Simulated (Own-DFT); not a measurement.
## Calculated data, GaP (zincblende, atoms displaced)

Computed with Own-DFT development build. A calculation, not a measurement: plane-wave PBE density functional theory by an unreviewed code, no spin, of a simulated periodic cell, stress positive in tension, free energy of the whole cell less one offset for each atom, forces on such cells passed a denser k mesh, this cell's mesh not checked; offsets are fitted by least squares, one for each functional and potential file, so energies compare only between cells with the same atoms and settings and are not formation energies; the far tail of each file's local potential was reset to the Coulomb form; each entry is a single point on an unrelaxed cell, so the pressure reflects the starting lattice, mostly measured values (interpolated for alloys), from which strain is counted, and rises with the displacements; printed positions are rounded, which can move forces by about a meV/angstrom; the program, named Own-DFT, is a retired in-house code; no spin-orbit coupling.

Common to all runs: functional PBE; potential files PseudoDojo norm-conserving, scalar-relativistic, standard set; wave cutoff 42 hartree; occupations Fermi-Dirac; smearing width 0.1 eV; hardware one NVIDIA H200; k mesh 2 x 3 x 3 centred on Gamma.

(1) GaP (zincblende, atoms displaced)

```cif
# cell vector a (Å): 16.3515 0.0000 0.0000
# cell vector b (Å): 0.0000 10.9010 0.0000
# cell vector c (Å): 0.0000 0.0000 10.9010
data_GaP
_symmetry_space_group_name_H-M 'P 1'
_symmetry_Int_Tables_number 1
_cell_length_a 16.3515
_cell_length_b 10.9010
_cell_length_c 10.9010
_cell_angle_alpha 90.000
_cell_angle_beta 90.000
_cell_angle_gamma 90.000
_cell_volume 1943.08
loop_
_atom_site_label
_atom_site_type_symbol
_atom_site_fract_x
_atom_site_fract_y
_atom_site_fract_z
_atom_site_occupancy
Ga1 Ga 0.00421 0.00350 0.99610 1
Ga2 Ga 0.99923 0.24622 0.25329 1
Ga3 Ga 0.16403 0.99850 0.25043 1
Ga4 Ga 0.16558 0.24689 0.98636 1
P1 P 0.08607 0.12666 0.11927 1
P2 P 0.08446 0.37798 0.37118 1
P3 P 0.25440 0.11948 0.37019 1
P4 P 0.24873 0.37458 0.12835 1
Ga5 Ga 0.99922 0.99811 0.50552 1
Ga6 Ga 0.00303 0.24453 0.75050 1
Ga7 Ga 0.17294 0.99770 0.74189 1
Ga8 Ga 0.16337 0.25488 0.50394 1
P5 P 0.08169 0.11548 0.62189 1
P6 P 0.08673 0.37245 0.87235 1
P7 P 0.25189 0.12733 0.87390 1
P8 P 0.24954 0.37256 0.62816 1
Ga9 Ga 0.00388 0.49917 0.00370 1
Ga10 Ga 0.99831 0.74875 0.25155 1
Ga11 Ga 0.16965 0.49863 0.25079 1
Ga12 Ga 0.17371 0.75476 0.00006 1
P9 P 0.08621 0.61366 0.12231 1
P10 P 0.08382 0.87068 0.37875 1
P11 P 0.24624 0.62805 0.37782 1
P12 P 0.25431 0.87389 0.12436 1
Ga13 Ga 0.99627 0.50444 0.50203 1
Ga14 Ga 0.00395 0.76118 0.75277 1
Ga15 Ga 0.16391 0.50573 0.75409 1
Ga16 Ga 0.17220 0.75345 0.49059 1
P13 P 0.07882 0.62614 0.62512 1
P14 P 0.08301 0.86980 0.87296 1
P15 P 0.25144 0.62940 0.88209 1
P16 P 0.25120 0.87151 0.62515 1
Ga17 Ga 0.32933 0.99340 0.99999 1
Ga18 Ga 0.32973 0.25106 0.24392 1
Ga19 Ga 0.49314 0.00221 0.24630 1
Ga20 Ga 0.50164 0.25272 0.99818 1
P17 P 0.41454 0.12672 0.12392 1
P18 P 0.40975 0.38068 0.38216 1
P19 P 0.58337 0.11999 0.37383 1
P20 P 0.58687 0.37027 0.12610 1
Ga21 Ga 0.33428 0.00213 0.49753 1
Ga22 Ga 0.33406 0.25273 0.74470 1
Ga23 Ga 0.50439 0.00292 0.75000 1
Ga24 Ga 0.49970 0.25340 0.48907 1
P21 P 0.41802 0.12798 0.62145 1
P22 P 0.42353 0.37315 0.87416 1
P23 P 0.58738 0.13139 0.87541 1
P24 P 0.58440 0.38251 0.61828 1
Ga25 Ga 0.33616 0.49580 0.99999 1
Ga26 Ga 0.33484 0.74832 0.23679 1
Ga27 Ga 0.50183 0.50050 0.24670 1
Ga28 Ga 0.50002 0.74719 0.00308 1
P25 P 0.42221 0.62909 0.12117 1
P26 P 0.41290 0.86475 0.37549 1
P27 P 0.58114 0.62991 0.37997 1
P28 P 0.57724 0.86891 0.12771 1
Ga29 Ga 0.33199 0.50315 0.50070 1
Ga30 Ga 0.33245 0.74419 0.75245 1
Ga31 Ga 0.50268 0.50136 0.74248 1
Ga32 Ga 0.49759 0.74985 0.50201 1
P29 P 0.41468 0.62296 0.62593 1
P30 P 0.41792 0.87268 0.87854 1
P31 P 0.58627 0.61941 0.87973 1
P32 P 0.58048 0.87451 0.62404 1
Ga33 Ga 0.66971 0.98718 0.00738 1
Ga34 Ga 0.66858 0.24823 0.24699 1
Ga35 Ga 0.83236 0.00611 0.24938 1
Ga36 Ga 0.83306 0.25303 0.99886 1
P33 P 0.74681 0.12335 0.12525 1
P34 P 0.75629 0.37862 0.37571 1
P35 P 0.91642 0.12400 0.37542 1
P36 P 0.91230 0.37738 0.11939 1
Ga37 Ga 0.66653 0.99337 0.49668 1
Ga38 Ga 0.66754 0.24919 0.75343 1
Ga39 Ga 0.83135 0.00406 0.74799 1
Ga40 Ga 0.83539 0.24896 0.49939 1
P37 P 0.74566 0.12921 0.63690 1
P38 P 0.75174 0.37632 0.87048 1
P39 P 0.92005 0.13331 0.86934 1
P40 P 0.91471 0.38496 0.62869 1
Ga41 Ga 0.66214 0.49389 0.00183 1
Ga42 Ga 0.66703 0.75124 0.25515 1
Ga43 Ga 0.83540 0.50350 0.24776 1
Ga44 Ga 0.83582 0.74644 0.99288 1
P41 P 0.75222 0.62128 0.12585 1
P42 P 0.75179 0.87746 0.38057 1
P43 P 0.91220 0.62529 0.37512 1
P44 P 0.92394 0.87876 0.12033 1
Ga45 Ga 0.66588 0.50106 0.50037 1
Ga46 Ga 0.66653 0.74198 0.74857 1
Ga47 Ga 0.83071 0.50012 0.74523 1
Ga48 Ga 0.83573 0.75023 0.49548 1
P45 P 0.75067 0.62702 0.63065 1
P46 P 0.75022 0.87630 0.87194 1
P47 P 0.91471 0.62454 0.87032 1
P48 P 0.91840 0.87585 0.63028 1
```

```
free energy of cell above offsets : -50.487 eV
pressure                          : 3.19 GPa
stress xx                         : -3.2 GPa
stress yy                         : -3.22 GPa
stress zz                         : -3.16 GPa
stress yz                         : -0.07 GPa
stress xz                         : 0.1 GPa
stress xy                         : 0.56 GPa
wall time                         : 941.2 s
```

Force:
```csv
element,x (eV/Å),y (eV/Å),z (eV/Å)
Ga,-0.212,0.065,-0.357
Ga,0.084,0.585,-0.761
Ga,0.331,-0.028,-0.049
Ga,0.487,0.307,1.281
P,-0.137,0.04,0.505
P,-0.663,-0.142,0.619
P,-1.202,0.731,0.364
P,-0.025,-0.068,-1.261
Ga,-0.334,-0.41,-0.885
Ga,0.171,1.089,-0.893
Ga,-0.795,0.122,0.877
Ga,0.333,-0.792,-0.566
P,0.776,1.104,0.414
P,-0.893,0.442,-0.101
P,0.28,-0.667,-0.541
P,-0.395,1.004,-0.128
Ga,-0.918,-0.394,-1.085
Ga,0.504,-0.315,-0.367
Ga,-0.238,0.173,0.138
Ga,-1.316,-0.352,0.288
P,0.305,1.765,0.608
P,-0.489,0.548,-0.528
P,1.46,-0.718,-1.316
P,-1.295,0.355,0.537
Ga,0.34,-0.308,-0.386
Ga,-1.061,-1.712,-0.503
Ga,0.465,0.045,-0.387
Ga,-1.148,0.023,1.618
P,0.956,0.621,-0.194
P,1.595,1.39,0.823
P,0.083,-1.1,-0.61
P,0.656,-0.047,-0.448
Ga,0.954,0.915,-0.498
Ga,0.611,-0.047,0.758
Ga,0.346,-0.554,0.659
Ga,0.122,-0.704,0.409
P,-0.083,0.163,-0.647
P,0.899,-0.541,-1.754
P,-0.064,0.333,-0.425
P,-0.895,0.138,0.316
Ga,0.241,-0.549,0.306
Ga,0.573,-0.284,0.572
Ga,-0.569,0.228,0.316
Ga,0.143,-0.005,0.673
P,0.25,-0.213,0.082
P,-0.97,0.48,-0.562
P,-0.329,-1.188,0.717
P,-0.118,-1.48,0.45
Ga,0.112,0.089,0.135
Ga,-0.007,-0.554,1.3
Ga,-0.187,-0.134,0.703
Ga,0.547,0.261,-1.198
P,-0.965,-1.422,0.373
P,0.168,0.914,-0.344
P,0.401,-0.597,-0.439
P,0.921,0.667,0.316
Ga,-0.755,0.153,0.494
Ga,0.396,0.573,0.014
Ga,-0.062,0.073,0.65
Ga,-0.178,0.002,0.139
P,0.137,0.241,0.081
P,0.034,0.249,-0.613
P,-0.792,0.578,-0.57
P,0.528,-0.407,0.208
Ga,-0.818,0.514,-0.438
Ga,0.126,0.149,1.121
Ga,0.365,-0.724,-0.263
Ga,-0.283,-0.494,-0.339
P,0.754,0.058,-0.499
P,-0.991,-0.34,-0.192
P,0.249,-0.254,0.368
P,1.104,-0.27,0.83
Ga,-0.195,0.855,1.017
Ga,-0.587,1.323,-0.173
Ga,0.476,-0.008,0.392
Ga,-0.297,0.241,0.822
P,0.676,-0.709,-2.191
P,-0.524,0.016,0.623
P,-0.882,-1.141,0.978
P,0.734,-1.659,-0.51
Ga,1.425,0.185,-0.074
Ga,0.096,-0.212,-0.316
Ga,-0.225,-0.422,-0.036
Ga,-0.213,0.506,0.693
P,-0.77,0.71,-0.338
P,0.256,-0.172,-0.929
P,0.947,0.033,-0.295
P,-1.225,-0.191,0.299
Ga,0.78,0.51,-0.438
Ga,-0.391,0.939,0.463
Ga,0.151,0.373,0.789
Ga,-0.347,0.226,1.212
P,0.051,-0.032,-1.45
P,0.072,-0.525,0.089
P,1.106,-0.265,-0.021
P,-0.735,0.041,-0.524
```

(2) GaP (zincblende, atoms displaced)

```cif
# cell vector a (Å): 16.3515 0.0000 0.0000
# cell vector b (Å): 0.0000 10.9010 0.0000
# cell vector c (Å): 0.0000 0.0000 10.9010
data_GaP
_symmetry_space_group_name_H-M 'P 1'
_symmetry_Int_Tables_number 1
_cell_length_a 16.3515
_cell_length_b 10.9010
_cell_length_c 10.9010
_cell_angle_alpha 90.000
_cell_angle_beta 90.000
_cell_angle_gamma 90.000
_cell_volume 1943.08
loop_
_atom_site_label
_atom_site_type_symbol
_atom_site_fract_x
_atom_site_fract_y
_atom_site_fract_z
_atom_site_occupancy
Ga1 Ga 0.00180 0.99875 0.00063 1
Ga2 Ga 0.99992 0.24621 0.24988 1
Ga3 Ga 0.17052 0.00050 0.24712 1
Ga4 Ga 0.16457 0.25554 0.00642 1
P1 P 0.08235 0.13197 0.12347 1
P2 P 0.08491 0.37196 0.37191 1
P3 P 0.24534 0.12269 0.36940 1
P4 P 0.25025 0.38089 0.13230 1
Ga5 Ga 0.00305 0.00181 0.50402 1
Ga6 Ga 0.00089 0.24340 0.74681 1
Ga7 Ga 0.16783 0.99828 0.75147 1
Ga8 Ga 0.16959 0.25316 0.50460 1
P5 P 0.08908 0.11953 0.62911 1
P6 P 0.08282 0.37296 0.87197 1
P7 P 0.25446 0.12754 0.87602 1
P8 P 0.25119 0.37641 0.62703 1
Ga9 Ga 0.99352 0.50005 0.00312 1
Ga10 Ga 0.99690 0.75258 0.24974 1
Ga11 Ga 0.16523 0.50478 0.24971 1
Ga12 Ga 0.16478 0.74132 0.99490 1
P9 P 0.08849 0.63199 0.13124 1
P10 P 0.08479 0.88153 0.37240 1
P11 P 0.24967 0.63068 0.36992 1
P12 P 0.24793 0.87762 0.12183 1
Ga13 Ga 0.00618 0.50178 0.49496 1
Ga14 Ga 0.00167 0.75507 0.74372 1
Ga15 Ga 0.16065 0.50176 0.74589 1
Ga16 Ga 0.17314 0.74996 0.50722 1
P13 P 0.08421 0.62740 0.63167 1
P14 P 0.08264 0.87850 0.88136 1
P15 P 0.24593 0.62475 0.86947 1
P16 P 0.24887 0.87448 0.62606 1
Ga17 Ga 0.32978 0.99739 0.99976 1
Ga18 Ga 0.33744 0.25161 0.24402 1
Ga19 Ga 0.49625 0.99783 0.25588 1
Ga20 Ga 0.50321 0.24587 0.99934 1
P17 P 0.41616 0.12124 0.12036 1
P18 P 0.42081 0.37651 0.36920 1
P19 P 0.58715 0.12150 0.37654 1
P20 P 0.58421 0.37509 0.12023 1
Ga21 Ga 0.33336 0.99882 0.50371 1
Ga22 Ga 0.33054 0.25295 0.74781 1
Ga23 Ga 0.50505 0.99334 0.74885 1
Ga24 Ga 0.50301 0.25754 0.49852 1
P21 P 0.42057 0.12694 0.61870 1
P22 P 0.42073 0.37685 0.87590 1
P23 P 0.57990 0.11947 0.86975 1
P24 P 0.58189 0.38016 0.62820 1
Ga25 Ga 0.33102 0.49861 0.00621 1
Ga26 Ga 0.33424 0.75170 0.24660 1
Ga27 Ga 0.49696 0.49831 0.25197 1
Ga28 Ga 0.49902 0.74848 0.99499 1
P25 P 0.42212 0.62510 0.12664 1
P26 P 0.41328 0.87270 0.38224 1
P27 P 0.58011 0.63318 0.38413 1
P28 P 0.57993 0.88732 0.12757 1
Ga29 Ga 0.33489 0.50256 0.49894 1
Ga30 Ga 0.33387 0.75762 0.75331 1
Ga31 Ga 0.50165 0.49846 0.74799 1
Ga32 Ga 0.49978 0.74778 0.50063 1
P29 P 0.41983 0.62481 0.62671 1
P30 P 0.41008 0.88521 0.87697 1
P31 P 0.57807 0.62785 0.87168 1
P32 P 0.58426 0.87237 0.62294 1
Ga33 Ga 0.66179 0.99950 0.99276 1
Ga34 Ga 0.66841 0.24605 0.25827 1
Ga35 Ga 0.83441 0.99348 0.24417 1
Ga36 Ga 0.83568 0.24529 0.99141 1
P33 P 0.75057 0.12566 0.12459 1
P34 P 0.74622 0.37555 0.37364 1
P35 P 0.91724 0.12437 0.37576 1
P36 P 0.91510 0.36835 0.12375 1
Ga37 Ga 0.66626 0.99453 0.50026 1
Ga38 Ga 0.66955 0.24198 0.74903 1
Ga39 Ga 0.82883 0.00152 0.75244 1
Ga40 Ga 0.82660 0.25762 0.49924 1
P37 P 0.75167 0.12832 0.62988 1
P38 P 0.74912 0.37289 0.87309 1
P39 P 0.91514 0.12576 0.87288 1
P40 P 0.91110 0.37323 0.62168 1
Ga41 Ga 0.66606 0.50010 0.99375 1
Ga42 Ga 0.66746 0.74545 0.25031 1
Ga43 Ga 0.83587 0.50406 0.24824 1
Ga44 Ga 0.83027 0.75366 0.00168 1
P41 P 0.75038 0.62862 0.12296 1
P42 P 0.74648 0.87344 0.37633 1
P43 P 0.91597 0.62962 0.37924 1
P44 P 0.91804 0.87455 0.12160 1
Ga45 Ga 0.66582 0.50332 0.49784 1
Ga46 Ga 0.66396 0.75243 0.75297 1
Ga47 Ga 0.84083 0.50391 0.75101 1
Ga48 Ga 0.83211 0.74937 0.50288 1
P45 P 0.75375 0.62313 0.62221 1
P46 P 0.74785 0.87930 0.87372 1
P47 P 0.91280 0.61875 0.86998 1
P48 P 0.91338 0.87449 0.62388 1
```

```
free energy of cell above offsets : -50.778 eV
pressure                          : 3.13 GPa
stress xx                         : -3.02 GPa
stress yy                         : -3.15 GPa
stress zz                         : -3.2 GPa
stress yz                         : -0.27 GPa
stress xz                         : 0.41 GPa
stress xy                         : 0.07 GPa
wall time                         : 944.7 s
```

Force:
```csv
element,x (eV/Å),y (eV/Å),z (eV/Å)
Ga,-0.469,0.887,0.101
Ga,-0.324,0.287,0.246
Ga,-1.101,0.067,-0.349
Ga,0.707,0.048,-0.739
P,0.244,-1.075,0.165
P,0.09,0.201,0.217
P,1.481,0.848,0.852
P,-0.243,-0.502,-0.351
Ga,-0.322,-0.096,-0.313
Ga,-0.228,0.479,-0.206
Ga,0.401,0.019,0.799
Ga,-0.196,-0.462,-0.502
P,-0.586,0.713,-0.446
P,-0.458,0.314,0.396
P,-1.129,0.132,0.137
P,-0.259,0.696,-0.396
Ga,1.044,0.054,-0.071
Ga,0.644,0.09,0.416
Ga,0.23,-0.327,0.555
Ga,0.316,0.963,0.217
P,-1.702,-0.619,-0.605
P,-0.025,-0.813,0.432
P,0.272,-0.53,0.638
P,0.106,-0.936,-0.182
Ga,-0.795,-0.204,0.491
Ga,-0.638,0.044,0.993
Ga,0.842,-0.755,0.675
Ga,-1.154,-0.087,-1.019
P,-0.234,0.263,-1.488
P,0.266,-0.666,-0.887
P,0.906,-0.357,0.192
P,0.612,0.476,0.449
Ga,-0.104,0.794,0.463
Ga,-0.43,-0.457,0.478
Ga,-0.15,0.492,0.168
Ga,-0.406,0.181,-0.065
P,0.184,0.142,0.349
P,-1.068,-0.5,0.905
P,-0.917,0.207,0.243
P,0.182,-0.125,0.902
Ga,-0.372,0.669,-0.312
Ga,1.315,-0.286,0.264
Ga,-1.277,0.274,-0.433
Ga,0.144,-0.543,-0.136
P,-0.342,-0.019,0.648
P,-0.834,-0.253,0.104
P,0.624,0.783,0.137
P,1.12,-0.754,-0.37
Ga,0.55,0.483,-0.769
Ga,0.127,0.169,-0.191
Ga,1.469,0.547,-0.426
Ga,-0.249,1.169,0.591
P,-1.066,0.224,-0.325
P,0.303,-0.052,-0.498
P,0.736,-1.296,-1.631
P,0.375,-1.699,-0.37
Ga,-0.03,0.042,-0.275
Ga,-0.088,-0.783,-0.278
Ga,-0.589,0.228,0.364
Ga,-0.65,0.759,0.607
P,-0.761,0.246,0.209
P,1.523,-1.089,-0.45
P,0.983,-0.26,0.073
P,-0.14,-0.168,0.056
Ga,0.488,0.446,0.92
Ga,-0.268,0.123,-1.3
Ga,-0.371,0.59,0.655
Ga,-0.918,0.499,0.853
P,-0.088,-0.278,-0.413
P,0.361,0.875,-0.194
P,-0.55,-0.004,0.259
P,-0.034,0.403,0.31
Ga,0.356,0.722,0.413
Ga,-1.003,0.954,0.378
Ga,0.806,-0.093,-0.21
Ga,0.641,-0.803,-0.27
P,-0.257,-0.828,-1.304
P,0.394,0.31,-0.269
P,0.763,-0.924,-0.201
P,1.631,0.212,-0.007
Ga,-0.019,0.172,0.195
Ga,-0.791,0.705,-0.087
Ga,-0.217,-0.395,0.112
Ga,0.395,-0.12,-0.72
P,-0.315,-0.658,0.027
P,0.928,-0.162,-0.342
P,0.365,-0.422,-0.417
P,-0.08,-0.167,-0.155
Ga,-0.065,-0.023,0.42
Ga,0.622,-0.554,-0.473
Ga,-1.917,-1.389,-1.022
Ga,-0.216,0.371,-0.412
P,-0.767,0.004,0.867
P,-0.087,-0.596,0.284
P,1.391,2.168,1.444
P,0.365,0.584,0.21
```
